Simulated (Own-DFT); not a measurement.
Simulation results for GaN (wurtzite, strained, atoms displaced), GaP (zincblende, strained, atoms displaced), GaP (zincblende, atoms displaced)

Computed with Own-DFT development build. A calculation, not a measurement: plane-wave PBE density functional theory by an unreviewed code, no spin, of a simulated periodic cell, stress positive in tension, free energy of the whole cell less one offset for each atom, forces on such cells passed a denser k mesh, this cell's mesh not checked; offsets are fitted by least squares, one for each functional and potential file, so energies compare only between cells with the same atoms and settings and are not formation energies; the far tail of each file's local potential was reset to the Coulomb form; each entry is a single point on an unrelaxed cell, so the pressure reflects the starting lattice, mostly measured values (interpolated for alloys), from which strain is counted, and rises with the displacements; printed positions are rounded, which can move forces by about a meV/angstrom; the program, named Own-DFT, is a retired in-house code; no spin-orbit coupling.

Common to all runs: functional PBE.

(1) GaN (wurtzite, strained, atoms displaced)

```
CELL_PARAMETERS angstrom
12.75600 0.00000 0.00000
-4.78350 8.28530 0.00000
0.00000 0.00000 10.65520
ATOMIC_POSITIONS crystal
Ga 0.08176 0.21743 0.99142
Ga 0.16224 0.10758 0.25401
N 0.09275 0.22933 0.18316
N 0.16377 0.10503 0.44202
Ga 0.08172 0.21751 0.49663
Ga 0.16015 0.10427 0.75308
N 0.07749 0.22254 0.68419
N 0.16897 0.10642 0.93625
Ga 0.08559 0.55005 0.99658
Ga 0.16982 0.44394 0.25045
N 0.08122 0.55532 0.18707
N 0.17032 0.44013 0.43981
Ga 0.08293 0.55252 0.49039
Ga 0.16056 0.44486 0.74476
N 0.08922 0.55670 0.68785
N 0.16329 0.44301 0.94204
Ga 0.09063 0.89079 0.99827
Ga 0.16259 0.77645 0.24038
N 0.08411 0.89363 0.18654
N 0.16620 0.77985 0.43909
Ga 0.08526 0.89446 0.50038
Ga 0.16897 0.77809 0.74852
N 0.08504 0.89265 0.68170
N 0.16439 0.78101 0.93449
Ga 0.33814 0.21737 0.00159
Ga 0.41813 0.10976 0.24916
N 0.33632 0.23203 0.19431
N 0.42110 0.11386 0.43132
Ga 0.32605 0.22200 0.50910
Ga 0.41610 0.10724 0.75392
N 0.34010 0.22599 0.68387
N 0.41374 0.11392 0.93079
Ga 0.33119 0.55690 0.99471
Ga 0.41689 0.43683 0.25796
N 0.33538 0.55664 0.18801
N 0.41148 0.44172 0.43773
Ga 0.33518 0.55607 0.50352
Ga 0.40848 0.43889 0.74285
N 0.33696 0.56061 0.69017
N 0.41791 0.44335 0.94493
Ga 0.32507 0.87667 0.99392
Ga 0.42026 0.78580 0.25578
N 0.32781 0.88342 0.19893
N 0.41667 0.76241 0.43433
Ga 0.33474 0.89632 0.49979
Ga 0.41723 0.78660 0.74475
N 0.32812 0.88390 0.69003
N 0.42164 0.77303 0.94319
Ga 0.58026 0.22020 0.00039
Ga 0.66241 0.11625 0.24697
N 0.57860 0.21914 0.18960
N 0.66468 0.10978 0.43257
Ga 0.58859 0.22197 0.50084
Ga 0.67026 0.10199 0.74651
N 0.57038 0.22004 0.68778
N 0.66968 0.12289 0.93633
Ga 0.57889 0.54725 0.99182
Ga 0.66358 0.44521 0.25262
N 0.58162 0.55448 0.18789
N 0.66389 0.43479 0.43476
Ga 0.58823 0.55748 0.50160
Ga 0.66399 0.43986 0.75537
N 0.59339 0.55970 0.69472
N 0.66297 0.44382 0.93964
Ga 0.58769 0.89071 0.00145
Ga 0.66998 0.78561 0.25195
N 0.58466 0.87752 0.18499
N 0.66762 0.77663 0.44038
Ga 0.58819 0.89486 0.49496
Ga 0.67445 0.78806 0.75193
N 0.58351 0.88101 0.69152
N 0.67162 0.78353 0.94432
Ga 0.83318 0.22744 0.00266
Ga 0.92275 0.11524 0.25327
N 0.83613 0.22393 0.18629
N 0.92153 0.11397 0.44460
Ga 0.83365 0.22213 0.50651
Ga 0.91521 0.10574 0.74726
N 0.83040 0.22069 0.68747
N 0.92183 0.13532 0.93338
Ga 0.83826 0.55177 0.00242
Ga 0.91538 0.43365 0.24658
N 0.83641 0.55731 0.18727
N 0.91187 0.43609 0.44825
Ga 0.83020 0.55324 0.50089
Ga 0.91493 0.44440 0.75631
N 0.84324 0.56225 0.68329
N 0.92849 0.44971 0.93482
Ga 0.83471 0.88787 0.00238
Ga 0.92064 0.78596 0.24997
N 0.84419 0.89271 0.18882
N 0.91050 0.77881 0.43432
Ga 0.83595 0.88535 0.49428
Ga 0.91854 0.76711 0.75496
N 0.83256 0.89275 0.68728
N 0.92016 0.77817 0.93759
```

| Property | Result |
| --- | --- |
| potential files | PseudoDojo norm-conserving, scalar-relativistic, standard set with the stringent files for Ga |
| wave cutoff | 96 hartree |
| occupations | Gaussian |
| smearing width | 0.01 eV |
| k mesh | 3 x 4 x 3 centred on Gamma |
| free energy of cell above offsets | -5.146 eV |
| pressure | 2.12 GPa |
| stress xx | -5.12 GPa |
| stress yy | -5.04 GPa |
| stress zz | 3.8 GPa |
| stress yz | -0.24 GPa |
| stress xz | -0.01 GPa |
| stress xy | 0.54 GPa |

Force:
```tsv
element	x (eV/Å)	y (eV/Å)	z (eV/Å)
Ga	0.612	0.572	1.122
Ga	1.093	1.069	-0.276
N	-1.135	-1.057	0.205
N	-0.118	0.985	-0.928
Ga	0.541	0.935	0.995
Ga	0.385	1.098	-0.664
N	1.288	-0.096	0.328
N	-0.368	0.752	-0.083
Ga	-0.313	1.193	1.188
Ga	0.435	0.893	-0.147
N	0.39	-0.427	-0.216
N	-0.841	0.116	-0.43
Ga	0.19	0.329	1.063
Ga	1.76	-0.564	0.92
N	-2.09	0.47	-0.67
N	1.443	-0.184	-1.554
Ga	-1.746	0.001	0.749
Ga	-0.036	-0.193	1.701
N	0.334	-0.269	-0.461
N	-0.059	-0.301	-0.574
Ga	-0.205	-1.888	-0.062
Ga	-1.258	-0.587	-0.275
N	0.057	-0.744	1.011
N	1.014	-1.296	-0.231
Ga	-1.757	1.345	0.953
Ga	-1.59	-0.164	0.46
N	0.242	-2.913	-1.207
N	-0.479	-0.068	1.294
Ga	1.546	0.14	-1.822
Ga	-1.047	-0.048	-0.83
N	-1.335	-1.27	1.175
N	1.373	-1.462	1.298
Ga	0.86	-1.084	1.639
Ga	-0.761	2.289	-0.751
N	-0.071	0.331	-0.014
N	1.197	-0.099	1.193
Ga	-0.128	-0.628	0.04
Ga	1.659	1.158	1.494
N	-0.909	-0.228	-0.263
N	-1.262	-0.77	-1.718
Ga	1.533	1.059	1.093
Ga	0.183	-1.883	-1.06
N	0.691	0.855	-1.998
N	-0.532	2.682	1.044
Ga	0.368	-0.757	-0.59
Ga	0.99	-1.206	1.122
N	0.72	1.257	-0.748
N	-1.32	1.47	-1.365
Ga	-0.143	0.195	-0.007
Ga	1.485	-1.066	0.008
N	0.487	0.646	-1.142
N	0.89	0.281	0.284
Ga	-1.601	-0.476	0.428
Ga	-1.802	0.802	0.748
N	3.061	0.208	-0.53
N	0.246	-1.115	0
Ga	-0.004	1.729	1.696
Ga	0.4	0.473	-0.792
N	0.49	0.417	0.056
N	0.052	1.224	0.519
Ga	-0.704	-0.821	0.481
Ga	0.528	0.065	-0.427
N	-1.461	0.137	-0.871
N	1.796	-0.328	-0.174
Ga	-0.264	0.22	0.043
Ga	1.201	-1.569	-0.054
N	-1.437	2.323	0.295
N	0.08	0.446	-0.565
Ga	-0.417	-1.408	0.634
Ga	0.01	-1.704	0.676
N	-0.758	0.964	-1.112
N	0.032	-0.527	-0.964
Ga	0.159	0.084	-0.307
Ga	0.119	0.143	-0.286
N	-0.433	-1.398	0.08
N	-1.39	-0.69	-1.338
Ga	0.099	-0.645	-0.549
Ga	-0.358	0.915	0.501
N	0.418	0.375	0.26
N	0.399	-2.611	-0.09
Ga	-0.776	0.426	0.075
Ga	-0.635	1.882	1.148
N	-0.12	-0.429	0.308
N	0.171	0.943	-1.707
Ga	0.402	0.287	-0.473
Ga	1.027	-0.047	-1.404
N	-1.09	-1.58	0.597
N	-2.208	-0.535	0.407
Ga	0.358	0.819	-0.141
Ga	0.703	-1.645	0.196
N	-1.996	0.684	-0.341
N	2.228	-0.902	-0.08
Ga	-1.427	0.969	1.457
Ga	-0.787	1.864	-0.469
N	1.44	-0.766	-0.454
N	-0.01	-0.074	0.233
```

(2) GaP (zincblende, strained, atoms displaced)

```
CELL_PARAMETERS angstrom
10.86200 0.00000 0.00000
0.00000 10.86200 0.00000
0.00000 0.00000 10.93610
ATOMIC_POSITIONS crystal
Ga 0.00199 0.99638 0.99599
Ga 0.00334 0.25395 0.24939
Ga 0.25286 0.00717 0.24660
Ga 0.24916 0.25491 0.99812
P 0.13085 0.12968 0.13120
P 0.13302 0.37479 0.37290
P 0.38026 0.12606 0.38116
P 0.37607 0.36696 0.13199
Ga 0.99892 0.00574 0.49469
Ga 0.00493 0.24799 0.74241
Ga 0.25428 0.99873 0.75108
Ga 0.24207 0.24379 0.50147
P 0.12185 0.12072 0.62200
P 0.12827 0.36913 0.87944
P 0.37772 0.12363 0.87627
P 0.38341 0.37571 0.62950
Ga 0.99917 0.48998 0.98753
Ga 0.00265 0.74712 0.24576
Ga 0.24427 0.49621 0.24756
Ga 0.24740 0.75505 0.99914
P 0.12098 0.62897 0.11997
P 0.12268 0.86436 0.36846
P 0.36737 0.62483 0.37149
P 0.37419 0.87380 0.12221
Ga 0.99975 0.49311 0.49452
Ga 0.00316 0.74762 0.75410
Ga 0.24557 0.50040 0.74452
Ga 0.24512 0.75657 0.50053
P 0.12257 0.62650 0.61725
P 0.12683 0.87421 0.87344
P 0.36412 0.62096 0.87592
P 0.37460 0.87638 0.62407
Ga 0.50503 0.00286 0.00498
Ga 0.50008 0.24331 0.25260
Ga 0.74633 0.99722 0.24092
Ga 0.74628 0.24978 0.99749
P 0.63018 0.11847 0.12000
P 0.62196 0.36718 0.37639
P 0.87388 0.12235 0.37069
P 0.87407 0.37712 0.12304
Ga 0.50040 0.00207 0.49366
Ga 0.50748 0.24799 0.74939
Ga 0.74899 0.00112 0.75280
Ga 0.74757 0.25307 0.49861
P 0.61781 0.11746 0.62974
P 0.61680 0.37384 0.87842
P 0.87170 0.12711 0.87358
P 0.87856 0.37858 0.61946
Ga 0.49889 0.50167 0.99940
Ga 0.49368 0.74319 0.24490
Ga 0.75097 0.50411 0.25249
Ga 0.74622 0.74962 0.99325
P 0.62517 0.62634 0.12843
P 0.62220 0.86713 0.37224
P 0.87037 0.63021 0.38088
P 0.87822 0.86444 0.12024
Ga 0.49572 0.49759 0.51166
Ga 0.49265 0.74206 0.74092
Ga 0.75731 0.50044 0.75499
Ga 0.74800 0.74874 0.49177
P 0.61543 0.61848 0.62479
P 0.62165 0.87765 0.86856
P 0.87452 0.62194 0.87151
P 0.87341 0.87550 0.62531
```

| Item | Value |
| --- | --- |
| potential files | PseudoDojo norm-conserving, scalar-relativistic, standard set |
| wave cutoff | 42 hartree |
| occupations | Fermi-Dirac |
| smearing width | 0.1 eV |
| hardware | one NVIDIA H100 |
| k mesh | 3 x 3 x 3 centred on Gamma |
| free energy of cell above offsets | -33.536 eV |
| pressure | 3.52 GPa |
| stress xx | -3.71 GPa |
| stress yy | -3.68 GPa |
| stress zz | -3.17 GPa |
| stress yz | -0.06 GPa |
| stress xz | -0.44 GPa |
| stress xy | 0.43 GPa |
| wall time | 525.3 s |

Force:
```tsv
element	x (eV/Å)	y (eV/Å)	z (eV/Å)
Ga	-0.166	0.576	0.621
Ga	-0.5	-0.162	0.101
Ga	0.262	-1.045	0.811
Ga	0.963	-1.064	0.727
P	-0.841	-0.203	-1.268
P	-1.063	-0.356	0.429
P	-1.141	-0.053	-0.619
P	0.02	0.827	-0.735
Ga	-0.195	-1.376	-0.185
Ga	-0.646	0.272	0.668
Ga	-0.138	0.176	-0.05
Ga	1.261	0.709	0.257
P	0.571	-0.309	0.428
P	-0.336	0.352	-1.815
P	-0.168	0.411	0.072
P	-1.84	-1.141	0.205
Ga	-0.215	0.945	1.111
Ga	-0.806	-0.404	0.306
Ga	0.65	0.837	-0.62
Ga	0.201	-0.433	0.108
P	0.203	-1.322	-0.36
P	0.249	2.006	0.308
P	0.333	-0.367	0.741
P	0.206	0.506	0.175
Ga	0.269	0.911	-0.267
Ga	-0.374	0.151	-0.856
Ga	0.03	-0.27	0.066
Ga	0.583	-0.466	-0.237
P	-0.158	-0.393	0.548
P	-0.057	0.307	-0.244
P	0.639	0.435	-0.032
P	-0.036	0.058	-0.48
Ga	-0.751	-0.899	-0.867
Ga	0.502	-0.079	-0.358
Ga	0.831	-0.926	0.757
Ga	0.306	0.322	0.187
P	-0.447	1.213	0.646
P	-0.057	1.298	-0.212
P	-0.353	0.569	-0.221
P	-0.054	-0.162	0.131
Ga	0.365	-1.034	0.623
Ga	-0.865	-0.097	0.3
Ga	0.228	-0.273	-0.438
Ga	0.188	-0.995	0.455
P	1.165	0.556	-0.842
P	1.209	0.296	-0.351
P	0.709	0.045	-0.052
P	-0.484	-0.698	0.737
Ga	-0.515	0.003	0.681
Ga	-0.11	0.368	0.478
Ga	-0.193	-0.522	0.216
Ga	-0.113	-0.013	0.13
P	0.038	-0.301	-0.858
P	-0.28	0.839	-0.552
P	1.24	-1.106	-1.144
P	-0.396	0.917	-0.09
Ga	-0.077	0.097	-2.269
Ga	-0.059	0.42	1.073
Ga	-1.308	-0.625	-0.862
Ga	-0.599	0.432	1.783
P	1.96	0.608	0.195
P	-0.384	-0.802	0.314
P	0.401	0.53	0.62
P	0.142	-0.099	-0.127
```

(3) GaP (zincblende, strained, atoms displaced)

```
CELL_PARAMETERS angstrom
10.86200 0.00000 0.00000
0.00000 10.86200 0.00000
0.00000 0.00000 10.94390
ATOMIC_POSITIONS crystal
Ga 0.99215 0.99134 0.99698
Ga 0.00957 0.23643 0.24773
Ga 0.24922 0.00291 0.25736
Ga 0.24118 0.26419 0.99666
P 0.11788 0.13253 0.12711
P 0.12766 0.38410 0.37263
P 0.37727 0.15124 0.37051
P 0.37488 0.37471 0.12896
Ga 0.00605 0.00284 0.49631
Ga 0.00763 0.24525 0.74729
Ga 0.24765 0.00099 0.74773
Ga 0.24213 0.23583 0.51124
P 0.12294 0.12566 0.62462
P 0.11899 0.37146 0.87264
P 0.37664 0.12947 0.87242
P 0.37356 0.38299 0.62322
Ga 0.98856 0.51095 0.00198
Ga 0.00180 0.74408 0.25456
Ga 0.25133 0.49635 0.25535
Ga 0.25516 0.75133 0.98598
P 0.12014 0.62171 0.13274
P 0.11913 0.87463 0.36538
P 0.37825 0.61703 0.37708
P 0.37997 0.87677 0.11994
Ga 0.99061 0.49611 0.50144
Ga 0.00170 0.75510 0.74739
Ga 0.23679 0.50378 0.76210
Ga 0.25274 0.75928 0.50225
P 0.12320 0.61768 0.62993
P 0.12032 0.87509 0.87036
P 0.36280 0.62609 0.87968
P 0.38494 0.87482 0.61786
Ga 0.50466 0.00377 0.00035
Ga 0.49933 0.23692 0.25263
Ga 0.75771 0.99994 0.25061
Ga 0.74572 0.25934 0.98967
P 0.63781 0.12161 0.11246
P 0.61576 0.35979 0.37299
P 0.87311 0.12268 0.38034
P 0.88557 0.38645 0.12184
Ga 0.49706 0.99213 0.50781
Ga 0.50505 0.24516 0.74244
Ga 0.74538 0.00461 0.74614
Ga 0.75112 0.25592 0.50832
P 0.62663 0.12315 0.62356
P 0.62366 0.35849 0.86902
P 0.86965 0.12094 0.86972
P 0.88036 0.38546 0.62407
Ga 0.49709 0.48856 0.99944
Ga 0.50494 0.74948 0.25413
Ga 0.75712 0.50559 0.24566
Ga 0.75424 0.75041 0.99818
P 0.62871 0.62888 0.12411
P 0.61514 0.87349 0.38971
P 0.87180 0.61923 0.37472
P 0.88461 0.87535 0.12632
Ga 0.50270 0.50288 0.48901
Ga 0.49725 0.75774 0.75345
Ga 0.75242 0.50075 0.75402
Ga 0.75315 0.74457 0.50127
P 0.62473 0.61857 0.61953
P 0.63219 0.86063 0.87988
P 0.88621 0.60964 0.88269
P 0.87129 0.87813 0.63052
```

| Quantity | Value |
| --- | --- |
| potential files | PseudoDojo norm-conserving, scalar-relativistic, standard set |
| wave cutoff | 42 hartree |
| occupations | Fermi-Dirac |
| smearing width | 0.1 eV |
| hardware | one NVIDIA H100 |
| k mesh | 3 x 3 x 3 centred on Gamma |
| free energy of cell above offsets | -29.010 eV |
| pressure | 4.52 GPa |
| stress xx | -4.73 GPa |
| stress yy | -4.29 GPa |
| stress zz | -4.52 GPa |
| stress yz | 0.64 GPa |
| stress xz | 0.13 GPa |
| stress xy | -0.12 GPa |
| wall time | 565.8 s |

Force:
```tsv
element	x (eV/Å)	y (eV/Å)	z (eV/Å)
Ga	0.847	1.486	-0.215
Ga	-2.004	2.689	1.942
Ga	0.718	0.603	-1.049
Ga	0.981	-1.211	0.771
P	1.988	-2.386	-2.363
P	-1.05	-2.014	1.218
P	-2.344	-4.187	2.603
P	-0.032	-0.528	-0.1
Ga	-0.84	-0.738	0.303
Ga	-1.497	0.453	0.293
Ga	0.703	-0.125	0.222
Ga	1.401	3.097	-1.372
P	-0.342	-1.62	0.434
P	-0.774	0.926	0.475
P	-0.42	-0.264	0.252
P	-0.219	-0.56	0.532
Ga	3.637	-2.189	2.014
Ga	-0.69	-0.262	-0.45
Ga	0.31	0.688	-0.755
Ga	-1.588	1.177	2.495
P	1.263	0.35	-1.103
P	0.967	0.157	1.522
P	-0.882	1.845	-0.72
P	-0.563	-0.024	0.712
Ga	1.804	1.002	-1.171
Ga	-0.519	-1.096	-0.067
Ga	1.123	-0.706	-0.907
Ga	-0.612	-1.415	-0.562
P	-0.284	1.354	-1.073
P	0.69	0.303	0.352
P	2.32	-1.267	-1.292
P	-2.194	-0.308	2.049
Ga	-0.188	-0.523	-0.604
Ga	2.1	1.361	-3.221
Ga	-0.867	-0.431	0.181
Ga	2.082	-0.678	1.565
P	-0.474	0.375	1.432
P	1.645	1.527	0.008
P	0.275	0.813	-0.146
P	-1.366	-2.329	0.83
Ga	0.645	2.87	-1.526
Ga	-1.44	0.384	-0.453
Ga	-0.138	-0.981	0.684
Ga	0.023	-0.118	-0.621
P	-0.265	-0.108	-0.505
P	-0.655	2.581	-0.554
P	0.67	0.654	0.343
P	-0.964	-2.013	1.375
Ga	0.46	0.835	-0.146
Ga	-0.622	-0.055	-0.295
Ga	-1.172	-1.223	-0.141
Ga	1.159	-1.042	0.839
P	-0.37	-0.57	-0.221
P	1.735	-0.154	-1.663
P	0.42	1.001	0.467
P	-1.115	-1.018	0.574
Ga	0.234	-1.387	0.966
Ga	0.336	-1.564	-0.109
Ga	-0.524	-0.208	-0.043
Ga	-0.214	0.455	0.275
P	-0.008	0.526	1.098
P	-0.879	2.079	-1.067
P	-2.928	3.942	-3.32
P	0.509	-0.236	-0.99
```

(4) GaP (zincblende, strained, atoms displaced)

```
CELL_PARAMETERS angstrom
10.86200 0.00000 0.00000
0.00000 10.86200 0.00000
0.00000 0.00000 10.94390
ATOMIC_POSITIONS crystal
Ga 0.00294 0.00425 0.98621
Ga 0.99251 0.24067 0.24430
Ga 0.24204 0.00474 0.25943
Ga 0.25930 0.25248 0.00906
P 0.12539 0.11785 0.13237
P 0.11332 0.37711 0.37006
P 0.37889 0.12918 0.38497
P 0.37035 0.38546 0.12724
Ga 0.99492 0.99119 0.50853
Ga 0.99336 0.24326 0.75944
Ga 0.25408 0.00234 0.75154
Ga 0.24414 0.24233 0.49572
P 0.12668 0.12900 0.62553
P 0.13292 0.35767 0.86916
P 0.38440 0.13379 0.88424
P 0.37905 0.38199 0.62149
Ga 0.00292 0.48754 0.00059
Ga 0.00041 0.76093 0.26184
Ga 0.24426 0.49768 0.25115
Ga 0.25743 0.74819 0.99029
P 0.13669 0.62344 0.12480
P 0.12931 0.87256 0.37551
P 0.37870 0.62331 0.37259
P 0.38614 0.86691 0.13185
Ga 0.98957 0.50683 0.49810
Ga 0.99940 0.75552 0.74288
Ga 0.25071 0.49147 0.74915
Ga 0.24515 0.75477 0.50340
P 0.11957 0.63126 0.62793
P 0.12422 0.87489 0.86719
P 0.37942 0.62236 0.86364
P 0.36503 0.86288 0.62326
Ga 0.49992 0.00885 0.00069
Ga 0.49623 0.24434 0.26537
Ga 0.75663 0.00149 0.24798
Ga 0.74270 0.26000 0.00069
P 0.62098 0.12546 0.12162
P 0.62113 0.37328 0.37590
P 0.87600 0.11671 0.38010
P 0.87056 0.37241 0.12706
Ga 0.48499 0.99861 0.49913
Ga 0.51456 0.25533 0.75833
Ga 0.76305 0.99263 0.74559
Ga 0.74703 0.25654 0.50167
P 0.62251 0.13350 0.62578
P 0.62159 0.38266 0.88088
P 0.88653 0.13154 0.87400
P 0.87050 0.36328 0.61372
Ga 0.49944 0.50283 0.99248
Ga 0.50590 0.75551 0.25326
Ga 0.75408 0.49310 0.25330
Ga 0.75135 0.73056 0.00409
P 0.63024 0.62012 0.12053
P 0.61143 0.86566 0.38530
P 0.88065 0.62895 0.36480
P 0.88402 0.88258 0.12475
Ga 0.49835 0.49249 0.51273
Ga 0.49828 0.74362 0.75003
Ga 0.75086 0.49484 0.73825
Ga 0.75082 0.75399 0.50551
P 0.63883 0.61471 0.62069
P 0.63606 0.88143 0.86846
P 0.87808 0.62382 0.87902
P 0.87723 0.87613 0.61737
```

| Quantity | Value |
| --- | --- |
| potential files | PseudoDojo norm-conserving, scalar-relativistic, standard set |
| wave cutoff | 42 hartree |
| occupations | Fermi-Dirac |
| smearing width | 0.1 eV |
| k mesh | 3 x 3 x 3 centred on Gamma |
| free energy of cell above offsets | -30.140 eV |
| pressure | 4.31 GPa |
| stress xx | -4.54 GPa |
| stress yy | -4.38 GPa |
| stress zz | -4.01 GPa |
| stress yz | 0.87 GPa |
| stress xz | 0.2 GPa |
| stress xy | -0.84 GPa |

Force:
```tsv
element	x (eV/Å)	y (eV/Å)	z (eV/Å)
Ga	0.63	-0.633	1.395
Ga	0.162	0.22	0.698
Ga	1.656	-0.595	-0.332
Ga	-0.678	-0.545	0.21
P	0.005	0.776	-1.49
P	0.34	-0.617	0.453
P	-1.569	-0.752	-0.892
P	1.262	-0.82	0.306
Ga	2.035	1.579	-1.522
Ga	1.708	1.674	-2.765
Ga	0.25	0.339	0.038
Ga	-0.143	1.822	0.174
P	-0.644	-0.928	0.44
P	-0.456	1.078	0.748
P	-0.856	-0.353	-1.282
P	-1.425	-2.541	1.378
Ga	0.726	0.716	-0.134
Ga	0.565	-0.513	-2.187
Ga	0.373	0.431	0.701
Ga	-0.11	0.11	0.751
P	-1.487	0.663	-0.519
P	-0.415	0.805	1.101
P	-0.322	-0.133	0.753
P	-1.517	1.64	-1.304
Ga	0.766	-0.399	0.332
Ga	-0.504	-0.508	0.989
Ga	-0.459	0.644	-0.324
Ga	-0.009	-1.786	-1.133
P	0.405	-1.36	-0.451
P	0.523	0.13	0.496
P	-0.836	-0.398	0.838
P	1.397	1.599	1.144
Ga	0.347	-1.748	0.029
Ga	0.541	0.922	-2.161
Ga	-1.072	-0.386	0.195
Ga	0.354	-0.931	0.089
P	0.709	0.543	1.214
P	0.333	0.486	0.188
P	-0.366	0.78	0.175
P	0.557	-0.311	-0.302
Ga	1.17	-0.663	1.416
Ga	-1.327	-0.087	-0.613
Ga	-0.75	1.665	0.123
Ga	-0.864	-1.739	-1.419
P	0.402	-1.515	-0.105
P	1.269	0.024	-1.009
P	-3.259	-1.311	1.274
P	1.691	1.471	1.925
Ga	-0.618	0.465	1.261
Ga	-0.081	-2.078	-0.405
Ga	-0.668	0.632	-0.103
Ga	0.659	2.451	-0.571
P	-1.151	-0.492	1.51
P	1.84	1.707	0.038
P	-1.406	-0.008	1.032
P	-0.575	-0.937	-0.561
Ga	1.099	1.855	-2.251
Ga	1.616	0.906	-0.906
Ga	1.048	-0.446	1.62
Ga	-0.204	-0.848	-1.182
P	-1.596	1.343	-0.033
P	-1.008	-1.188	0.983
P	0.563	-0.792	-1.287
P	-0.623	-1.116	1.225
```

(5) GaP (zincblende, atoms displaced)

```
CELL_PARAMETERS angstrom
10.90100 0.00000 0.00000
0.00000 10.90100 0.00000
0.00000 0.00000 10.90100
ATOMIC_POSITIONS crystal
Ga 0.99433 0.98185 0.01323
Ga 0.00999 0.25131 0.23527
Ga 0.24795 0.99503 0.25993
Ga 0.26672 0.24495 0.01518
P 0.13522 0.12414 0.10460
P 0.11477 0.37600 0.37717
P 0.36839 0.12132 0.37533
P 0.36409 0.36386 0.14395
Ga 0.01568 0.99798 0.51726
Ga 0.00358 0.25548 0.74521
Ga 0.24822 0.99611 0.74991
Ga 0.24954 0.25268 0.50498
P 0.12111 0.11349 0.62392
P 0.12370 0.36822 0.87810
P 0.37910 0.11084 0.87696
P 0.36952 0.36934 0.62604
Ga 0.00305 0.49617 0.00495
Ga 0.00043 0.73113 0.25567
Ga 0.23948 0.49461 0.23238
Ga 0.24340 0.73805 0.00332
P 0.11628 0.61502 0.12486
P 0.13503 0.87630 0.38388
P 0.37675 0.61780 0.36233
P 0.35677 0.87662 0.12061
Ga 0.00492 0.51502 0.49263
Ga 0.99473 0.75445 0.76079
Ga 0.25388 0.51278 0.75613
Ga 0.23714 0.74634 0.50326
P 0.11663 0.63177 0.63261
P 0.13927 0.88457 0.87245
P 0.36295 0.61104 0.86209
P 0.36400 0.87708 0.62254
Ga 0.49685 0.00349 0.99414
Ga 0.48937 0.25517 0.23980
Ga 0.74126 0.00447 0.23745
Ga 0.74867 0.24678 0.99679
P 0.63701 0.11750 0.12822
P 0.62301 0.35817 0.37996
P 0.86842 0.14304 0.38471
P 0.87838 0.35639 0.12180
Ga 0.50027 0.00337 0.51663
Ga 0.50814 0.25133 0.73359
Ga 0.73911 0.98681 0.74230
Ga 0.75232 0.24649 0.49773
P 0.61041 0.10505 0.61703
P 0.63523 0.37411 0.87828
P 0.87586 0.11381 0.87379
P 0.88196 0.38515 0.62492
Ga 0.51182 0.49519 0.98539
Ga 0.50106 0.74155 0.25200
Ga 0.73788 0.49637 0.23968
Ga 0.74778 0.76298 0.00473
P 0.63705 0.62953 0.12550
P 0.62156 0.87134 0.38156
P 0.88626 0.62122 0.36198
P 0.87349 0.88086 0.11105
Ga 0.50816 0.48774 0.50131
Ga 0.49640 0.75218 0.75258
Ga 0.75764 0.49805 0.74597
Ga 0.74609 0.73953 0.50083
P 0.62571 0.60849 0.62359
P 0.62633 0.88274 0.88462
P 0.86608 0.62420 0.88015
P 0.85941 0.86697 0.62354
```

| Item | Value |
| --- | --- |
| potential files | PseudoDojo norm-conserving, scalar-relativistic, standard set |
| wave cutoff | 42 hartree |
| occupations | Fermi-Dirac |
| smearing width | 0.1 eV |
| hardware | one NVIDIA H100 |
| k mesh | 3 x 3 x 3 centred on Gamma |
| free energy of cell above offsets | -23.988 eV |
| pressure | 5.48 GPa |
| stress xx | -5.79 GPa |
| stress yy | -5.47 GPa |
| stress zz | -5.18 GPa |
| stress yz | -0.34 GPa |
| stress xz | -1.3 GPa |
| stress xy | -0.65 GPa |
| wall time | 570 s |

Force:
```tsv
element	x (eV/Å)	y (eV/Å)	z (eV/Å)
Ga	3.403	3.35	-3.573
Ga	0.149	-1.199	1.312
Ga	-0.093	0.85	-1.3
Ga	-0.239	-0.063	-2.976
P	-1.787	-1.615	2.604
P	1.203	-0.108	-0.352
P	1.021	0.526	0.432
P	0.734	2.435	-2.867
Ga	-3.651	-1.878	-2.696
Ga	-0.535	-1.068	0.428
Ga	0.874	1.25	-0.575
Ga	-0.821	-0.829	-1.063
P	2.198	3.236	2.236
P	1.358	0.633	0.185
P	-0.628	2.751	-1.481
P	0.32	1.266	0.395
Ga	-1.555	-0.988	-1.2
Ga	1.527	3.613	-1.469
Ga	0.141	0.281	2.798
Ga	0.212	0.483	-0.749
P	0.491	1.243	-0.507
P	-2.312	-0.575	-0.9
P	-0.96	-0.679	1.397
P	1.935	-0.787	0.346
Ga	-0.028	-0.923	0.842
Ga	-0.226	0.471	0.064
Ga	-4.148	-4.367	-3.57
Ga	1.74	-0.768	-0.137
P	0.335	-0.505	-0.038
P	-2.463	-2.281	1.649
P	4.472	3.838	4.521
P	0.936	-0.986	0.169
Ga	0.546	-0.896	2.078
Ga	2.458	-2.818	2.414
Ga	2.507	-2.117	3.746
Ga	0.898	-1.198	-0.1
P	-3.865	2.837	-2.466
P	-0.283	1.221	-1.286
P	2.892	-3.358	-2.601
P	-1.04	2.169	-0.301
Ga	-4.033	-3.503	-4.634
Ga	-0.43	-0.592	1.585
Ga	0.659	1.226	0.681
Ga	-1.098	1.031	2.359
P	4.746	4.56	3.327
P	-0.254	-0.82	-1.748
P	-0.228	0.373	-0.68
P	-0.182	-0.877	-0.902
Ga	-1.392	0.883	1.392
Ga	-0.308	1.287	-0.523
Ga	1.697	-1.682	1.208
Ga	0.098	-1.313	-1.052
P	-1.869	0.149	-0.977
P	0.058	0.285	-0.654
P	-3.753	-1.283	1.793
P	-1.458	-2.516	4.596
Ga	-1.421	0.089	-0.779
Ga	0.12	-0.074	-0.247
Ga	-0.185	0.169	0.734
Ga	0.177	-0.243	-0.885
P	-0.324	1.388	0.554
P	-0.972	-1.338	-0.942
P	0.767	0.316	0.424
P	1.873	0.037	-0.037
```
